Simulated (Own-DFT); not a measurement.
# How strain changes the stress of grey tin, 64 atoms (Sn64)

All numbers below are calculated, not measured. They come from Own-DFT, an in-house plane-wave density functional program, since retired, whose code no person has reviewed. Each row is one single-point run on a periodic cell that was not relaxed, without spin or spin-orbit coupling.

Settings of every run: PBE; PseudoDojo norm-conserving scalar-relativistic files; cutoff 42 hartree; 3 x 3 x 3 k mesh centred on Gamma; cold (Marzari-Vanderbilt) smearing of 0.2 eV.

Known limits: forces on such cells moved up to 12 meV/angstrom on a denser k mesh; stress not checked against mesh or cutoff.

Unstrained cell vectors in Å: (12.978, 0.000, 0.000); (0.000, 12.978, 0.000); (0.000, 0.000, 12.978). The unstrained cell has measured lattice constants (interpolated for alloys), not those of this functional. That, the random moves and any unrelaxed bonds set the pressure at no strain. Each run strains this cell uniformly, with the atoms carried along. Every atom was also moved at random, by a Gaussian of width 0.05 Å on each axis. Strain is the symmetric tensor, in per cent. Stress is positive in tension, and the pressure is minus a third of its trace.

```
run,e_xx (%),e_yy (%),e_zz (%),e_yz (%),e_xz (%),e_xy (%),s_xx (GPa),s_yy (GPa),s_zz (GPa),s_yz (GPa),s_xz (GPa),s_xy (GPa),P (GPa),E (meV/atom)
1,0.38,-1.18,0.42,0.95,0.34,1.36,-3.89,-4.30,-3.78,1.33,-0.05,1.79,3.99,13.4
2,1.21,1.42,-1.09,1.08,1.23,-1.51,-2.88,-2.82,-3.44,0.91,1.50,-2.13,3.05,3.5
3,0.54,-0.78,1.86,1.18,1.66,-0.27,-2.96,-3.32,-2.58,1.01,1.47,-0.66,2.95,0.0
4,-1.53,0.40,-0.68,-0.41,0.10,0.33,-4.86,-4.36,-4.62,0.10,0.41,0.25,4.61,11.9
5,0.89,-0.80,-2.00,1.03,-1.94,1.54,-4.42,-4.96,-5.26,1.68,-2.15,1.69,4.88,32.0
6,-1.22,1.52,-1.21,0.23,-0.70,-0.03,-4.38,-3.59,-4.40,0.27,-1.07,-0.05,4.12,5.7
7,1.89,-0.49,-0.47,-1.84,-0.14,1.71,-2.87,-3.56,-3.48,-1.56,0.42,1.53,3.30,5.5
8,0.03,-0.81,-0.56,-1.44,-0.53,1.77,-4.41,-4.69,-4.64,-1.43,-0.43,2.30,4.58,24.6
9,-1.36,-0.07,1.26,1.29,-1.62,0.40,-4.31,-3.96,-3.65,1.24,-2.62,0.76,3.97,20.1
10,1.14,-0.41,0.89,-1.36,-1.59,-0.54,-2.87,-3.23,-2.91,-1.51,-2.06,-0.87,3.00,0.1
11,1.91,-0.11,-0.55,1.81,-0.12,1.54,-2.80,-3.37,-3.39,1.89,0.06,1.58,3.19,3.9
12,-1.40,-1.59,1.27,0.09,-1.67,1.89,-5.09,-5.16,-4.24,0.11,-2.00,2.56,4.83,33.3
13,0.65,-0.48,-0.30,-0.25,0.92,0.43,-3.58,-3.92,-3.78,-0.07,1.08,1.08,3.76,3.4
14,-0.08,-1.85,0.87,-0.32,-1.10,-0.50,-4.15,-4.68,-3.88,-0.17,-1.20,-0.80,4.24,8.8
15,-0.49,-1.38,1.12,-0.26,0.12,0.48,?,?,?,?,?,?,?,?
```

E is the free energy for each atom above the lowest run shown.

## Worked fit

Each stress component was fitted by least squares to a constant and the strains of the runs shown, as fractions, with shears doubled. Shear strains stay in the fit of a normal stress only where such slopes are resolved. The slopes, in GPa:

```
stress,at no strain,per e_xx,per e_yy,per e_zz,scatter
s_xx,-3.8,68 ± 2,44 ± 3,41 ± 3,0.10
s_yy,-3.8,41 ± 2,74 ± 3,43 ± 3,0.10
s_zz,-3.8,42 ± 3,44 ± 4,70 ± 3,0.11
```

Each shear stress against twice its own strain: yz 51 ± 3, xz 61 ± 4, xy 63 ± 6 GPa. These are stiffnesses along x, y and z of the frame in which the cell vectors are given, which need not be the crystal's axes. The atoms are held to the strained lattice; where symmetry lets them move under strain, relaxing them would lower some slopes. The table should be nearly symmetric about its diagonal, and what it lacks of that shows the noise. A ninth of its sum, 52 ± 2 GPa, estimates the bulk modulus near the mean pressure of these runs, 3.9 GPa, so it lies above the value at zero pressure.

## Withheld run

Question: what normal stresses and pressure should run 15 give?

The fit gives s_xx = -4.3, s_yy = -4.5, s_zz = -3.8 and P = 4.2 GPa. The calculation gave -4.14, -4.38, -3.70 and P = 4.07 GPa.
